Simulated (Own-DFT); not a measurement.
# Computed records: GaP (zincblende, strained, atoms displaced)

A calculation, not a measurement: plane-wave PBE density functional theory by an unreviewed code, no spin, of a simulated periodic cell, stress positive in tension, free energy of the whole cell less one offset for each atom, forces on such cells passed a denser k mesh, this cell's mesh not checked; offsets are fitted by least squares, one for each functional and potential file, so energies compare only between cells with the same atoms and settings and are not formation energies; the far tail of each file's local potential was reset to the Coulomb form; each entry is a single point on an unrelaxed cell, so the pressure reflects the starting lattice, mostly measured values (interpolated for alloys), from which strain is counted, and rises with the displacements; printed positions are rounded, which can move forces by about a meV/angstrom; the program, named Own-DFT, is a retired in-house code; no spin-orbit coupling. Program: Own-DFT development build.

Common to all runs: functional PBE; potential files PseudoDojo norm-conserving, scalar-relativistic, standard set; wave cutoff 42 hartree; occupations Fermi-Dirac; smearing width 0.1 eV; hardware one NVIDIA H100; k mesh 3 x 3 x 3 centred on Gamma.

(1) GaP (zincblende, strained, atoms displaced)

```
CELL_PARAMETERS angstrom
10.86200 0.00000 0.00000
0.00000 10.86200 0.00000
0.00000 0.00000 10.93610
ATOMIC_POSITIONS crystal
Ga 0.00037 0.99765 0.00205
Ga 0.99777 0.26236 0.26027
Ga 0.24809 0.99626 0.24179
Ga 0.24346 0.24844 0.00250
P 0.11742 0.12993 0.11778
P 0.12883 0.36046 0.39491
P 0.36153 0.11361 0.37981
P 0.38312 0.38161 0.12216
Ga 0.99537 0.00024 0.50256
Ga 0.00102 0.25310 0.74329
Ga 0.25468 0.99591 0.75444
Ga 0.23532 0.22863 0.49418
P 0.12543 0.13911 0.60894
P 0.11488 0.37705 0.88183
P 0.36374 0.12960 0.86886
P 0.37545 0.37229 0.62208
Ga 0.00470 0.49165 0.98865
Ga 0.00158 0.73866 0.25051
Ga 0.25201 0.49810 0.24501
Ga 0.23295 0.74544 0.00938
P 0.11570 0.62048 0.11448
P 0.13415 0.88689 0.36492
P 0.37256 0.62540 0.38194
P 0.38522 0.87172 0.13032
Ga 0.01875 0.49420 0.49716
Ga 0.00707 0.74776 0.74082
Ga 0.25452 0.47986 0.74332
Ga 0.26330 0.73917 0.49983
P 0.11545 0.62015 0.63028
P 0.12682 0.87039 0.87731
P 0.37185 0.62273 0.86881
P 0.37537 0.88103 0.63293
Ga 0.50560 0.98976 0.98795
Ga 0.50200 0.26204 0.25159
Ga 0.74761 0.99818 0.25494
Ga 0.75509 0.24508 0.01511
P 0.62103 0.12845 0.12180
P 0.63738 0.37983 0.38128
P 0.88027 0.12412 0.37927
P 0.88468 0.36239 0.12005
Ga 0.49705 0.00903 0.48814
Ga 0.50516 0.24668 0.75894
Ga 0.76701 0.00215 0.75731
Ga 0.74687 0.25762 0.49500
P 0.62514 0.11050 0.61249
P 0.64897 0.37292 0.88354
P 0.87291 0.12542 0.87644
P 0.87115 0.36391 0.63421
Ga 0.48209 0.49435 0.99583
Ga 0.49418 0.74253 0.25686
Ga 0.75188 0.49987 0.24222
Ga 0.75714 0.75145 0.99360
P 0.62146 0.62430 0.12392
P 0.63362 0.89185 0.36764
P 0.88065 0.61684 0.37801
P 0.87786 0.87926 0.13087
Ga 0.50359 0.50977 0.48344
Ga 0.50454 0.75165 0.76557
Ga 0.74608 0.50655 0.74879
Ga 0.75031 0.76200 0.50544
P 0.63312 0.62546 0.63640
P 0.62136 0.88200 0.88293
P 0.88010 0.62722 0.87826
P 0.88395 0.88671 0.62288
```

- free energy of cell above offsets: -26.717 eV
- pressure: 5.08 GPa
- stress xx: -5.14 GPa
- stress yy: -5.21 GPa
- stress zz: -4.88 GPa
- stress yz: 0.55 GPa
- stress xz: 1.43 GPa
- stress xy: 0.66 GPa
- wall time: 562.9 s

Force:
```
element  x (eV/Å)  y (eV/Å)  z (eV/Å)
     Ga    -0.326    -0.029    -0.579
     Ga     0.486    -1.433    -0.045
     Ga     0.591      1.06    -1.344
     Ga     0.457     0.503    -0.119
      P     0.409    -0.193     1.549
      P     0.292     1.927    -3.381
      P     0.786     1.497    -2.034
      P    -1.995    -1.773     1.167
     Ga     1.856     0.771    -1.221
     Ga     0.302    -0.876     1.021
     Ga      -1.4     0.526     -0.61
     Ga      4.81     2.295    -1.091
      P    -3.073    -4.117      4.96
      P     2.636    -2.028    -2.477
      P     1.152    -0.184      1.19
      P     1.103    -1.062    -1.297
     Ga    -2.228     1.578     1.779
     Ga    -0.021      1.19     0.347
     Ga    -0.735    -0.104     0.483
     Ga     2.502     0.753    -0.898
      P     0.049    -1.127     1.761
      P    -1.443    -2.483     1.753
      P      0.17    -0.845     -2.13
      P    -1.146    -0.041    -1.002
     Ga    -2.404     0.297     1.054
     Ga    -1.109     1.023     1.254
     Ga    -1.033     1.534      0.92
     Ga     -2.26     2.329     1.876
      P     2.509    -0.598    -0.952
      P    -0.417     0.519    -0.429
      P    -0.995    -0.073     0.548
      P     1.046    -1.275     -1.17
     Ga     -2.67     2.831     2.463
     Ga     0.017    -1.076     0.634
     Ga     1.859      2.27    -2.044
     Ga    -0.125    -0.501    -1.111
      P    -0.429    -0.818     0.783
      P    -1.449     0.732    -1.707
      P    -1.031     0.645    -0.758
      P    -0.183     2.077     0.692
     Ga     0.118    -1.481     0.923
     Ga     0.758     0.272    -0.957
     Ga    -1.961    -0.413    -1.034
     Ga     1.005    -2.027      1.53
      P     0.719     1.631     1.643
      P      -2.3     0.238    -0.184
      P      1.34     0.632     0.683
      P     -0.35     1.998    -1.336
     Ga     2.839     1.345    -1.414
     Ga     1.442     0.753    -0.292
     Ga     0.513    -0.012    -0.169
     Ga    -0.558     0.387     1.348
      P    -0.082    -0.067     -0.39
      P    -2.538    -3.188     2.038
      P    -0.412     0.303     0.189
      P    -0.215    -0.821    -0.229
     Ga     0.703    -1.083     2.448
     Ga    -0.336     0.028    -1.136
     Ga     1.822    -1.334     1.041
     Ga     0.217    -0.504     -0.38
      P     -1.73     1.546    -1.927
      P     3.199    -1.921    -2.362
      P    -0.064     -0.14    -1.092
      P    -0.689    -1.867     1.224
```

(2) GaP (zincblende, strained, atoms displaced)

```
CELL_PARAMETERS angstrom
10.86200 0.00000 0.00000
0.00000 10.86200 0.00000
0.00000 0.00000 10.93610
ATOMIC_POSITIONS crystal
Ga 0.99880 0.00052 0.00450
Ga 0.99794 0.25621 0.25081
Ga 0.24846 0.00380 0.24349
Ga 0.25331 0.25333 0.00401
P 0.14287 0.12416 0.12035
P 0.12126 0.38100 0.37687
P 0.37291 0.13483 0.37093
P 0.38732 0.37087 0.13651
Ga 0.98672 0.00930 0.50482
Ga 0.99519 0.24585 0.74542
Ga 0.25628 0.00716 0.73812
Ga 0.25392 0.25838 0.49974
P 0.11111 0.12354 0.62993
P 0.12691 0.38026 0.88050
P 0.36466 0.12809 0.87883
P 0.37034 0.37579 0.62440
Ga 0.00453 0.49716 0.98554
Ga 0.99847 0.74544 0.24663
Ga 0.24189 0.49889 0.25532
Ga 0.24896 0.74957 0.00426
P 0.11471 0.62707 0.12237
P 0.10218 0.87707 0.37184
P 0.38255 0.62687 0.37519
P 0.37149 0.88400 0.13302
Ga 0.99652 0.49078 0.49882
Ga 0.99935 0.74799 0.75810
Ga 0.26240 0.50048 0.74796
Ga 0.24584 0.75769 0.49763
P 0.12200 0.62333 0.62990
P 0.11705 0.87619 0.86270
P 0.37172 0.61932 0.86404
P 0.37971 0.87518 0.62643
Ga 0.50089 0.00100 0.01039
Ga 0.50257 0.24659 0.25612
Ga 0.73553 0.00867 0.25024
Ga 0.74191 0.25086 0.00628
P 0.61838 0.13613 0.11843
P 0.62325 0.38957 0.38004
P 0.87628 0.12238 0.37662
P 0.88184 0.36874 0.12483
Ga 0.48163 0.99894 0.50082
Ga 0.50085 0.25484 0.73523
Ga 0.75096 0.99626 0.74524
Ga 0.76177 0.23983 0.48766
P 0.62805 0.13474 0.62165
P 0.63475 0.36201 0.88880
P 0.87171 0.12905 0.87490
P 0.87827 0.38017 0.62331
Ga 0.51360 0.49720 0.99769
Ga 0.49124 0.74898 0.25558
Ga 0.75369 0.50882 0.23568
Ga 0.74254 0.75755 0.00178
P 0.62741 0.61362 0.11523
P 0.61755 0.88293 0.37374
P 0.87805 0.63102 0.37956
P 0.86000 0.87670 0.12608
Ga 0.50704 0.49254 0.49805
Ga 0.50379 0.75101 0.75814
Ga 0.75140 0.49750 0.75542
Ga 0.75167 0.76105 0.51296
P 0.62467 0.61635 0.62438
P 0.60662 0.88413 0.88711
P 0.87737 0.63826 0.87290
P 0.87929 0.87210 0.60442
```

- free energy of cell above offsets: -28.991 eV
- pressure: 4.56 GPa
- stress xx: -4.59 GPa
- stress yy: -4.87 GPa
- stress zz: -4.21 GPa
- stress yz: -0.49 GPa
- stress xz: 0.56 GPa
- stress xy: 0 GPa
- wall time: 579 s

Force:
```
element  x (eV/Å)  y (eV/Å)  z (eV/Å)
     Ga     0.005    -0.003    -0.431
     Ga     1.196     -1.29     0.157
     Ga    -0.545    -0.345     2.152
     Ga     0.404     1.139    -0.046
      P    -2.811     0.576     0.212
      P      0.31    -1.083     0.021
      P    -0.696     -1.21     0.749
      P    -1.367     1.153    -1.107
     Ga      1.54    -0.277    -0.707
     Ga    -0.146     1.338     1.152
     Ga    -0.801    -0.423     0.968
     Ga    -1.358    -0.874    -0.228
      P     1.875     0.215    -1.236
      P     1.087    -1.442     -1.77
      P     1.532    -0.151    -0.901
      P     0.964     0.368    -0.424
     Ga     -1.33     1.134     1.352
     Ga    -1.112     0.547    -0.036
     Ga     1.108     0.708    -0.901
     Ga    -0.235     0.309    -0.821
      P     1.087    -0.758    -0.159
      P      2.04      0.89     0.255
      P    -1.666    -0.832     0.953
      P     0.588    -1.603    -0.817
     Ga     0.277     1.876      0.22
     Ga     0.317     0.358    -2.135
     Ga    -2.396    -0.402    -0.379
     Ga    -0.372    -0.449    -0.011
      P     0.433    -0.111    -0.649
      P     1.505     0.916     1.438
      P     1.455     1.138     2.456
      P    -0.816    -0.679     0.295
     Ga    -1.794     1.165    -0.066
     Ga     0.802     1.027     0.425
     Ga     0.531    -0.178    -0.286
     Ga       2.8    -0.954     0.485
      P     0.057    -1.039     1.494
      P     2.296    -2.528    -2.145
      P      0.23    -0.063    -2.375
      P    -0.855     1.061    -0.863
     Ga     1.548     1.177    -0.573
     Ga     0.018    -0.485     1.939
     Ga    -0.221     0.182     0.178
     Ga    -1.671     2.423     1.513
      P    -0.078    -1.379    -0.608
      P    -1.812     2.004    -3.164
      P    -0.175    -0.577     0.439
      P    -0.934    -1.269     0.407
     Ga    -1.924    -0.793    -0.672
     Ga     1.325     0.492    -1.162
     Ga     0.846    -0.732     1.745
     Ga    -0.162    -0.476     -0.52
      P    -0.342     2.642     0.825
      P    -0.027    -0.679     0.638
      P    -0.883    -0.565    -0.297
      P     1.095     0.507     0.595
     Ga    -1.869     1.434     1.149
     Ga    -0.159    -0.494    -0.678
     Ga      0.13     0.073     0.217
     Ga    -2.265    -2.169    -2.456
      P     0.257     1.194     0.779
      P      2.17    -0.971    -1.675
      P    -1.599    -1.483     0.971
      P     0.593     0.722     4.119
```

(3) GaP (zincblende, strained, atoms displaced)

```
CELL_PARAMETERS angstrom
10.86200 0.00000 0.00000
0.00000 10.86200 0.00000
0.00000 0.00000 10.93610
ATOMIC_POSITIONS crystal
Ga 0.99246 0.00345 0.99828
Ga 0.00765 0.25348 0.25669
Ga 0.25599 0.00074 0.24629
Ga 0.24662 0.25073 0.00009
P 0.11973 0.13000 0.12609
P 0.12267 0.37219 0.37427
P 0.38043 0.13551 0.36168
P 0.36426 0.37944 0.13229
Ga 0.99374 0.99968 0.51076
Ga 0.99548 0.24853 0.73952
Ga 0.24908 0.00476 0.74959
Ga 0.24957 0.24269 0.48930
P 0.12485 0.12424 0.61183
P 0.11647 0.37082 0.87277
P 0.38161 0.13424 0.86889
P 0.37446 0.37428 0.63328
Ga 0.98060 0.50345 0.00849
Ga 0.00272 0.76376 0.24660
Ga 0.24398 0.49388 0.23816
Ga 0.24641 0.76814 0.00412
P 0.13833 0.62784 0.13322
P 0.12815 0.88643 0.38834
P 0.38142 0.62530 0.36350
P 0.37696 0.89280 0.13458
Ga 0.99630 0.51086 0.50702
Ga 0.00856 0.74855 0.74881
Ga 0.23609 0.51143 0.74891
Ga 0.25419 0.74849 0.49482
P 0.13387 0.62518 0.63575
P 0.13472 0.88020 0.88444
P 0.37516 0.63007 0.88489
P 0.36828 0.87467 0.61696
Ga 0.49936 0.00346 0.99206
Ga 0.50378 0.24322 0.25087
Ga 0.74099 0.99953 0.25742
Ga 0.75942 0.24807 0.99209
P 0.63043 0.12522 0.12504
P 0.62859 0.37105 0.37240
P 0.88209 0.12030 0.37624
P 0.87649 0.37510 0.12121
Ga 0.49294 0.99160 0.49573
Ga 0.49557 0.24754 0.74401
Ga 0.76475 0.00497 0.74892
Ga 0.74441 0.24696 0.50056
P 0.62418 0.12299 0.62232
P 0.63301 0.37146 0.88239
P 0.87505 0.11456 0.87683
P 0.87310 0.36732 0.61217
Ga 0.48507 0.49559 0.00744
Ga 0.49771 0.74828 0.24960
Ga 0.75272 0.50373 0.24257
Ga 0.74768 0.74285 0.00710
P 0.62098 0.62070 0.12141
P 0.62103 0.87903 0.38457
P 0.87499 0.62578 0.37684
P 0.86502 0.87420 0.12437
Ga 0.48891 0.50166 0.50600
Ga 0.49857 0.74678 0.74892
Ga 0.74551 0.48964 0.75083
Ga 0.73531 0.74840 0.49721
P 0.62813 0.62083 0.62571
P 0.61754 0.86528 0.87566
P 0.87504 0.62992 0.85608
P 0.89228 0.88066 0.60860
```

* free energy of cell above offsets: -29.847 eV
* pressure: 4.33 GPa
* stress xx: -4.42 GPa
* stress yy: -4.74 GPa
* stress zz: -3.84 GPa
* stress yz: 1.63 GPa
* stress xz: 0.39 GPa
* stress xy: -0.05 GPa
* wall time: 550.4 s

Force:
```
element  x (eV/Å)  y (eV/Å)  z (eV/Å)
     Ga     1.042    -0.899     1.178
     Ga    -1.309    -0.539    -0.731
     Ga    -1.889     1.354     1.454
     Ga    -0.004     0.182    -0.371
      P      0.39    -0.822    -0.242
      P     0.567     1.684     0.954
      P    -1.005    -2.017     1.749
      P     1.643    -2.322    -1.122
     Ga     2.514     2.656    -3.131
     Ga     0.451    -0.248     0.442
     Ga     0.208     0.188    -0.317
     Ga     0.566     0.933     0.523
      P     0.286     0.233     1.527
      P    -0.136     0.744     0.235
      P    -1.292    -0.895     0.945
      P     -1.36     0.499    -0.876
     Ga     2.165     1.232    -1.666
     Ga      0.39    -0.571     0.887
     Ga    -0.187     0.556     2.637
     Ga      1.73    -1.579     1.393
      P    -2.358     1.257    -1.556
      P    -0.005    -0.543    -1.436
      P    -1.483    -0.999     1.119
      P     1.189    -1.998     -1.77
     Ga     0.564    -0.734    -0.251
     Ga     0.053     1.455      0.05
     Ga     2.535     -2.78     2.814
     Ga    -0.316    -0.483    -0.395
      P    -1.678      1.76    -3.283
      P    -1.968     0.846     -1.61
      P    -0.851     0.044    -0.799
      P     0.427    -0.138     1.383
     Ga     0.438     0.038     0.391
     Ga     1.036     1.803    -1.212
     Ga     0.892     0.205    -0.136
     Ga    -0.283    -0.285     1.019
      P     -0.24      0.05    -0.755
      P     -0.54     0.887     0.053
      P    -0.892     0.465    -0.273
      P    -0.603    -1.082      1.34
     Ga    -0.324      1.74     0.443
     Ga     1.751     0.643     0.123
     Ga    -1.701    -1.705    -1.042
     Ga     0.245    -0.487    -1.004
      P     -0.19    -0.608     0.312
      P    -1.804     0.142    -0.421
      P     0.586     1.899    -0.743
      P    -0.099     0.925     1.143
     Ga     1.037    -0.009     -0.63
     Ga     0.917     1.075    -0.546
     Ga    -0.241    -0.566     0.805
     Ga     0.019     0.156    -1.476
      P    -0.266     0.043     0.511
      P    -0.061    -0.852    -1.539
      P    -0.161     0.839    -0.645
      P     0.462     0.412     0.181
     Ga      0.98    -0.359    -0.716
     Ga    -0.321    -0.102    -0.356
     Ga     0.746     0.199    -0.617
     Ga      1.68    -0.122     0.343
      P    -0.792    -0.075     0.257
      P     1.257     0.988    -0.112
      P    -0.619    -0.529     1.803
      P     -3.79    -3.784     3.763
```

(4) GaP (zincblende, strained, atoms displaced)

```
CELL_PARAMETERS angstrom
10.86200 0.00000 0.00000
0.00000 10.86200 0.00000
0.00000 0.00000 10.93610
ATOMIC_POSITIONS crystal
Ga 0.99296 0.99652 0.97776
Ga 0.99577 0.25723 0.24125
Ga 0.25100 0.00277 0.24713
Ga 0.25511 0.24653 0.00154
P 0.11430 0.12666 0.11823
P 0.13373 0.38196 0.38126
P 0.37280 0.13532 0.37298
P 0.36445 0.37892 0.12982
Ga 0.99570 0.99865 0.49550
Ga 0.01699 0.24515 0.73997
Ga 0.23828 0.99461 0.75629
Ga 0.25787 0.24996 0.49391
P 0.13402 0.12448 0.61743
P 0.12181 0.39062 0.89095
P 0.38392 0.13451 0.87562
P 0.37533 0.37359 0.62367
Ga 0.99960 0.49457 0.99405
Ga 0.99965 0.75028 0.24551
Ga 0.25490 0.49932 0.23190
Ga 0.24222 0.75278 0.99703
P 0.13030 0.63195 0.11980
P 0.13023 0.85785 0.38051
P 0.37075 0.61999 0.36707
P 0.37718 0.87586 0.13679
Ga 0.99690 0.50165 0.51570
Ga 0.99394 0.73954 0.74757
Ga 0.26714 0.49680 0.74610
Ga 0.24177 0.74039 0.49527
P 0.11700 0.62113 0.63128
P 0.12887 0.87648 0.86124
P 0.38428 0.60913 0.87503
P 0.39063 0.86726 0.62285
Ga 0.50024 0.99651 0.99881
Ga 0.50412 0.26060 0.25095
Ga 0.74270 0.00142 0.24247
Ga 0.75082 0.26151 0.00189
P 0.64623 0.14006 0.11572
P 0.62057 0.37975 0.37591
P 0.87708 0.11723 0.37763
P 0.86309 0.37829 0.12035
Ga 0.50212 0.99057 0.49633
Ga 0.49544 0.25835 0.76150
Ga 0.75849 0.99156 0.74802
Ga 0.74346 0.25660 0.50267
P 0.61990 0.12277 0.61697
P 0.62764 0.36247 0.87197
P 0.86544 0.13068 0.87665
P 0.86311 0.37327 0.62039
Ga 0.49102 0.49352 0.00709
Ga 0.50668 0.73793 0.24960
Ga 0.75634 0.50424 0.24526
Ga 0.76455 0.74420 0.00801
P 0.62579 0.62573 0.12693
P 0.63443 0.87441 0.37651
P 0.87845 0.61709 0.38183
P 0.88341 0.87604 0.12033
Ga 0.50135 0.49422 0.50090
Ga 0.51365 0.74172 0.75766
Ga 0.75900 0.49191 0.74896
Ga 0.74974 0.73332 0.50339
P 0.62199 0.63143 0.61795
P 0.62384 0.86661 0.87664
P 0.86456 0.62094 0.86794
P 0.87231 0.87262 0.61590
```

* free energy of cell above offsets: -28.786 eV
* pressure: 4.56 GPa
* stress xx: -4.53 GPa
* stress yy: -4.84 GPa
* stress zz: -4.31 GPa
* stress yz: -0.57 GPa
* stress xz: 1.09 GPa
* stress xy: 0.16 GPa
* wall time: 573.6 s

Force:
```
element  x (eV/Å)  y (eV/Å)  z (eV/Å)
     Ga     0.514     0.459     0.965
     Ga     0.264    -0.312     1.303
     Ga    -0.907     0.283     0.628
     Ga    -0.952     0.264     0.065
      P     0.623    -0.701     -0.17
      P    -1.132     0.148    -0.929
      P     1.266    -1.744     -0.79
      P     2.203    -2.414    -1.408
     Ga     1.235     -0.68     0.239
     Ga    -1.383     1.017      1.27
     Ga      3.35     1.976    -2.368
     Ga    -0.726     0.575     0.552
      P    -0.132    -0.712    -0.159
      P     2.798    -3.103    -3.353
      P    -1.613    -1.851     0.466
      P     0.536    -0.579     -0.11
     Ga    -2.054     2.446     1.939
     Ga     0.207    -0.404     0.771
     Ga    -1.956      1.69     2.594
     Ga     1.675     0.389    -0.415
      P    -1.485    -1.025     0.127
      P    -1.304     2.622    -1.434
      P     0.411    -0.296     0.638
      P     0.246    -0.408    -1.392
     Ga     0.177    -1.032    -1.244
     Ga    -0.265     1.245    -0.065
     Ga    -2.113     0.348     0.527
     Ga     1.743    -0.673     1.527
      P     1.876    -0.121     0.187
      P     -2.16    -2.197     1.856
      P    -0.584     2.172         0
      P    -1.979    -0.415     0.784
     Ga     0.396     0.445     0.474
     Ga    -0.212    -0.837    -0.595
     Ga     1.038    -0.079     0.465
     Ga     0.651    -0.309    -1.633
      P    -3.203    -1.858     1.548
      P     1.298     0.129    -0.483
      P    -0.849     1.605    -1.124
      P     1.978     0.782     0.493
     Ga    -0.156     0.971    -0.439
     Ga     0.517     -0.88    -2.434
     Ga    -1.356     0.726    -0.016
     Ga    -0.321    -1.499    -1.012
      P     0.166     0.198     1.294
      P     0.053     2.457     0.646
      P      1.03    -0.058    -1.287
      P     2.148    -0.555     0.595
     Ga       1.6    -0.361    -0.082
     Ga    -0.468     1.425     1.108
     Ga    -0.937     0.067     1.121
     Ga    -1.346     0.349    -0.501
      P     0.443    -0.823    -1.002
      P    -0.479    -0.821    -0.719
      P     0.255     0.493     -1.09
      P    -0.361     0.356     0.272
     Ga    -0.653     1.121    -0.148
     Ga    -1.262    -0.027    -0.444
     Ga    -2.103     0.334    -0.254
     Ga     0.715     1.669    -1.163
      P    -0.144    -2.233     1.241
      P     1.401     0.765     0.776
      P     1.248     0.151     1.077
      P     0.537    -0.669     0.711
```
